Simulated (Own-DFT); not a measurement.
# Computed records: SiGe3 (diamond-structure random alloy, atoms displaced)

All values are calculated (Own-DFT development build). A calculation, not a measurement: plane-wave density functional theory by an unreviewed code, no spin, of a simulated periodic cell, stress positive in tension, run twice, with PBE and with PBEsol, both on files made for PBE, so the change isn't that of files made for PBEsol, forces on such cells passed a denser k mesh, this cell's mesh not checked; the far tail of each file's local potential was reset to the Coulomb form; each entry is a single point on an unrelaxed cell, so the pressure reflects the starting lattice, mostly measured values (interpolated for alloys), from which strain is counted, and rises with the displacements; printed positions are rounded, which can move forces by about a meV/angstrom; the program, named Own-DFT, is a retired in-house code; no spin-orbit coupling; stress was not checked against mesh or cutoff.

Entry: SiGe3 (diamond-structure random alloy, atoms displaced)

```
SiGe3
1.0
     11.2025     0.0000     0.0000
      0.0000    11.2025     0.0000
      0.0000     0.0000    11.2025
Ge Si Ge Si Ge Si Ge Si Ge Si Ge Si Ge Si Ge Si Ge Si Ge Si Ge Si
1 1 1 1 8 1 2 1 3 1 3 1 5 2 6 4 1 1 5 2 13 1
Direct
  0.99720 0.00086 0.00335
  0.99829 0.24233 0.25071
  0.24527 0.99643 0.24491
  0.25390 0.25361 0.01110
  0.11735 0.12285 0.12939
  0.12925 0.37932 0.38147
  0.38840 0.11980 0.37915
  0.36689 0.37322 0.12233
  0.99707 0.99765 0.49666
  0.99661 0.24006 0.75002
  0.25169 0.00619 0.74784
  0.24744 0.24410 0.49865
  0.12162 0.11778 0.62412
  0.13309 0.37463 0.87781
  0.37884 0.12160 0.88574
  0.36942 0.37478 0.62442
  0.99546 0.49073 0.00721
  0.99563 0.75040 0.25426
  0.25177 0.50800 0.25039
  0.24877 0.75456 0.00433
  0.12443 0.63236 0.11503
  0.11430 0.87594 0.36743
  0.37303 0.62205 0.37459
  0.36897 0.87353 0.12321
  0.99148 0.50440 0.49767
  0.00419 0.74602 0.75204
  0.24874 0.50116 0.74105
  0.25774 0.74058 0.50087
  0.13407 0.62323 0.63173
  0.12359 0.87757 0.88966
  0.38239 0.61583 0.87044
  0.37505 0.85947 0.61775
  0.50110 0.00052 0.01026
  0.50567 0.23923 0.25020
  0.74807 0.99297 0.24822
  0.75447 0.25376 0.00329
  0.62555 0.12365 0.12247
  0.62067 0.36650 0.37359
  0.86549 0.12437 0.37092
  0.87374 0.38031 0.12460
  0.49999 0.00559 0.49610
  0.50347 0.24778 0.74665
  0.74746 0.99871 0.74630
  0.75608 0.24818 0.49450
  0.61482 0.13402 0.62039
  0.62854 0.37264 0.87545
  0.87999 0.12663 0.86788
  0.87965 0.37131 0.62574
  0.50092 0.48917 0.00658
  0.49153 0.75538 0.25462
  0.75015 0.50665 0.25255
  0.75125 0.74911 0.99951
  0.62543 0.61817 0.12121
  0.62857 0.88472 0.37446
  0.87696 0.61917 0.37080
  0.87625 0.88636 0.12602
  0.50396 0.49248 0.49981
  0.49978 0.74905 0.74928
  0.75074 0.49137 0.75326
  0.74895 0.75031 0.51150
  0.63164 0.61193 0.61452
  0.63100 0.87686 0.86706
  0.87624 0.62480 0.87422
  0.87651 0.87040 0.62985
```

| Item | Value |
| --- | --- |
| functional | PBE, then PBEsol |
| potential files | PseudoDojo norm-conserving, scalar-relativistic, standard set |
| wave cutoff | 42 hartree |
| occupations | Fermi-Dirac |
| smearing width | 0.1 eV |
| k mesh | 3 x 3 x 3 centred on Gamma |
| PBE pressure | 4.04 GPa |
| PBE stress xx | -4.04 GPa |
| PBE stress yy | -3.99 GPa |
| PBE stress zz | -4.09 GPa |
| PBE stress yz | 0.16 GPa |
| PBE stress xz | 0.11 GPa |
| PBE stress xy | -0.68 GPa |
| PBEsol pressure | 1.33 GPa |
| PBEsol stress xx | -1.33 GPa |
| PBEsol stress yy | -1.28 GPa |
| PBEsol stress zz | -1.36 GPa |
| PBEsol stress yz | 0.14 GPa |
| PBEsol stress xz | 0.1 GPa |
| PBEsol stress xy | -0.64 GPa |
| rms change of force components from PBE to PBEsol | 0.051 eV/Å |

Force:
```tsv
force element	PBE force x (eV/Å)	PBE force y (eV/Å)	PBE force z (eV/Å)	PBEsol force x (eV/Å)	PBEsol force y (eV/Å)	PBEsol force z (eV/Å)
Ge	0.393	0.469	-0.989	0.345	0.488	-0.905
Si	-0.702	1.479	0.572	-0.616	1.449	0.548
Ge	0.838	0.235	0.624	0.756	0.251	0.627
Si	-1.338	-1.559	-1.449	-1.312	-1.53	-1.419
Ge	0.871	0.867	-0.52	0.85	0.758	-0.512
Ge	-0.872	-0.472	-1.045	-0.817	-0.433	-0.988
Ge	-2.349	0.38	-1.044	-2.316	0.429	-1.07
Ge	1.513	0.498	1.581	1.479	0.506	1.603
Ge	-0.799	0.341	0.445	-0.743	0.288	0.389
Ge	2.177	1.375	-0.872	2.059	1.357	-0.809
Ge	-0.2	-1.32	0.534	-0.142	-1.282	0.54
Ge	0.487	-0.097	0.613	0.478	-0.073	0.539
Si	0.01	0.444	-0.247	0.011	0.434	-0.246
Ge	-0.535	-0.6	-0.042	-0.553	-0.542	-0.069
Ge	-0.452	0.961	-0.578	-0.396	0.898	-0.591
Si	0.626	-0.675	-0.217	0.613	-0.661	-0.217
Ge	0.907	1.054	-1.285	0.928	1.079	-1.297
Ge	-0.064	-0.352	-1.507	-0.05	-0.33	-1.452
Ge	-0.957	-0.629	-0.765	-0.921	-0.612	-0.723
Si	0.979	-0.5	-1.531	0.923	-0.558	-1.474
Ge	-0.435	-0.527	1.113	-0.465	-0.555	1.13
Ge	1.636	-0.37	1.216	1.569	-0.351	1.158
Ge	1.588	0.057	0.03	1.488	0.03	0.064
Si	0.573	-0.263	0.555	0.569	-0.161	0.558
Ge	1.637	-0.566	1.131	1.59	-0.558	1.091
Ge	0.324	1.041	0.53	0.31	0.937	0.52
Ge	1.443	-1.12	1.886	1.32	-1.067	1.82
Ge	-2.076	0.522	-0.997	-1.99	0.485	-0.943
Ge	-1.871	0.859	-1.69	-1.803	0.83	-1.633
Si	0.493	-0.225	-1.462	0.427	-0.174	-1.47
Si	-0.571	0.524	1.103	-0.568	0.519	1.009
Ge	0.74	2.516	0.664	0.701	2.391	0.661
Ge	-0.106	-1.433	-0.996	-0.072	-1.328	-0.998
Ge	-0.675	1.406	-0.312	-0.679	1.304	-0.325
Ge	0.246	1.716	-0.088	0.208	1.628	-0.112
Ge	0.255	-0.405	-0.367	0.203	-0.42	-0.403
Ge	1.053	0.097	0.29	1.001	0.085	0.287
Si	0.944	0.575	-0.179	0.925	0.563	-0.169
Si	1.195	-0.497	-0.337	1.125	-0.53	-0.293
Si	-0.146	-1.302	1.731	-0.176	-1.239	1.663
Si	0.599	-1.805	1.451	0.593	-1.764	1.42
Ge	-1.627	1.177	1.258	-1.527	1.111	1.239
Si	0.542	0.729	-0.697	0.492	0.753	-0.643
Ge	-0.919	0.505	0.277	-0.909	0.502	0.344
Ge	1.779	-1.648	-0.61	1.72	-1.525	-0.574
Ge	-0.888	-0.216	0.475	-0.816	-0.246	0.422
Ge	-1.897	-1.344	1.27	-1.798	-1.262	1.26
Ge	-0.352	-0.015	-0.061	-0.353	-0.014	-0.06
Si	-0.261	0.544	-1.164	-0.217	0.491	-1.1
Si	0.722	-0.164	-0.635	0.741	-0.194	-0.571
Ge	-0.759	-1.893	-0.273	-0.726	-1.767	-0.27
Ge	0.032	0.416	0.017	0.033	0.396	0.002
Ge	-1.017	1.212	0.506	-0.905	1.18	0.505
Ge	-1.234	-1.578	0.909	-1.132	-1.52	0.858
Ge	-0.86	1.708	0.769	-0.829	1.646	0.741
Ge	-0.283	-2.011	0.001	-0.279	-1.939	0.005
Ge	-1.021	-0.587	-0.594	-0.986	-0.499	-0.56
Ge	0.718	-1.054	-0.086	0.717	-0.98	-0.123
Ge	0.457	0.779	-0.48	0.443	0.749	-0.466
Ge	0.672	0.279	-1.531	0.615	0.217	-1.51
Ge	-0.558	0.556	1.73	-0.536	0.545	1.663
Ge	-0.685	-0.082	0.977	-0.697	-0.129	0.986
Ge	0.025	-0.658	0.254	0.023	-0.636	0.244
Si	0.036	0.645	0.14	0.077	0.583	0.1
```
